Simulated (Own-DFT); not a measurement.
# Shaking the atoms of zincblende GaP, 96 atoms (Ga48P48)

All numbers below are calculated, not measured. They come from Own-DFT, an in-house plane-wave density functional program, since retired, whose code no person has reviewed. Each row is one single-point run on a periodic cell that was not relaxed, without spin or spin-orbit coupling.

Settings of every run: PBE; PseudoDojo norm-conserving scalar-relativistic files; cutoff 42 hartree; 2 x 3 x 3 k mesh centred on Gamma; Fermi-Dirac smearing of 0.1 eV.

Known limits, some of them of some rows only: forces on such cells moved up to 12 meV/angstrom on a denser k mesh; forces on such cells passed a denser k mesh, each cell not checked; stress not checked against mesh or cutoff.

Cell vectors in Å: (16.352, 0.000, 0.000); (0.000, 10.901, 0.000); (0.000, 0.000, 10.901). In each run every atom was moved at random and independently from its ideal site; u is the rms move along one axis. E is the free energy for each atom above the fitted value at u = 0, and F the rms of the force components.

```
run,u (Å),E (meV/atom),F (eV/Å),largest force (eV/Å),P (GPa)
1,0.0207,7.7,0.295,1.15,2.73
2,0.0209,7.9,0.292,1.06,2.72
3,0.0443,33.3,0.609,2.17,3.10
4,0.0514,49.1,0.771,2.65,3.38
5,0.0515,?,?,?,?
6,0.0991,169.0,1.576,8.15,5.07
7,0.1008,189.1,1.715,9.17,5.27
8,0.1457,327.0,2.279,11.42,7.08
9,0.1940,604.7,2.993,11.46,11.27
```

## Worked fit

For small independent moves the energy grows as E = (3/2) K u², with K the mean stiffness felt by one atom. The runs with u up to 0.11 Å give K = 11.9 ± 0.3 eV/Å², with residuals divided by u² + 0.0006 Å², since the noise grows with the moves. The scatter is 2.0 meV/atom at u = 0.05 Å. The forces follow F = G u with G = 15.0 eV/Å²; no force at u = 0 is resolved. G exceeds K because the moves of its neighbours add to the force on an atom, and stiffness differs between atoms. At u = 0.194 Å the parabola gives 673 meV/atom and the run 605. The pressure follows P = 2.63 + 255 u² GPa: at fixed volume, shortened bonds push harder than stretched ones pull.

## Withheld run

Question: what energy and rms force should run 5 give?

The fit gives 47 ± 2 meV/atom and about 0.77 eV/Å. The calculation gave 52.9 meV/atom and 0.868 eV/Å.
